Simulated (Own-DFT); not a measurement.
# Which defects push the lattice out? C40 NbSi2

Everything here is calculated. The program is Own-DFT (plane waves, in-house, since retired, never reviewed by a person); positions were held fixed, and spin and spin-orbit coupling were off.

All runs used: PBE; PseudoDojo norm-conserving scalar-relativistic files; cutoff 42 hartree; 4 x 4 x 5 k mesh centred on Gamma; cold (Marzari-Vanderbilt) smearing of 0.2 eV.

Caveats: forces on such cells failed a check on a denser k mesh; stress not checked against mesh or cutoff.

All runs share one cell, with vectors in Å (0.000, 8.324, 0.000); (-9.613, 0.000, 0.000); (0.000, 0.000, 6.586) and a volume of 527.0 Å³. u is the rms random offset of the atoms per axis. The defect's site can differ from row to row.

```
                    cell   formula   u (Å)  P (GPa)
               no defect  Nb12Si24  0.0195     1.48
               no defect  Nb12Si24  0.0199     1.48
               no defect  Nb12Si24  0.0478     2.63
two Nb on a Si site each  Nb14Si22  0.0306     7.73
two Nb on a Si site each  Nb14Si22  0.0313     7.68
two Nb on a Si site each  Nb14Si22  0.0439     8.57
two Si on a Nb site each  Nb10Si26  0.0268        ?
two Si on a Nb site each  Nb10Si26  0.0293     1.63
two Si on a Nb site each  Nb10Si26  0.0523     2.54
two Si on a Nb site each  Nb10Si26  0.0530     2.76
          one Si vacancy  Nb12Si23  0.0279     0.86
          one Si vacancy  Nb12Si23  0.0300     1.10
          one Si vacancy  Nb12Si23  0.0488     1.84
        two Nb vacancies  Nb10Si24  0.0298    -0.31
        two Nb vacancies  Nb10Si24  0.0315     0.08
        two Nb vacancies  Nb10Si24  0.0552     0.65
```

## Fit

P = P0 + c u² + a shift for each defect gives P0 = 1.32 GPa, c = 530 ± 55 GPa/Å² and a scatter of 0.17 GPa. The shifts, and each times the cell's volume:

- two Nb on a Si site each: 5.99 ± 0.14 GPa, 19.7 eV (9.8 eV for each of its 2 sites)
- two Si on a Nb site each: -0.15 ± 0.15 GPa, -0.5 eV (-0.2 eV for each of its 2 sites) (not resolved)
- one Si vacancy: -0.77 ± 0.14 GPa, -2.5 eV
- two Nb vacancies: -2.05 ± 0.15 GPa, -6.8 eV (-3.4 eV for each of its 2 sites)

Positive is outwards. The product with the volume (160.2 GPa Å³ to the eV) is nearly free of the cell's size; divided by the bulk modulus at the cell's pressure it gives the volume that the defect adds. The atoms around the defects weren't relaxed, which would change these numbers.

## Prediction

Question: what pressure belongs in the blank (two Si on a Nb site each, u = 0.0268 Å)?

Estimate: 1.56 ± 0.22 GPa. Computed: 1.74 GPa.
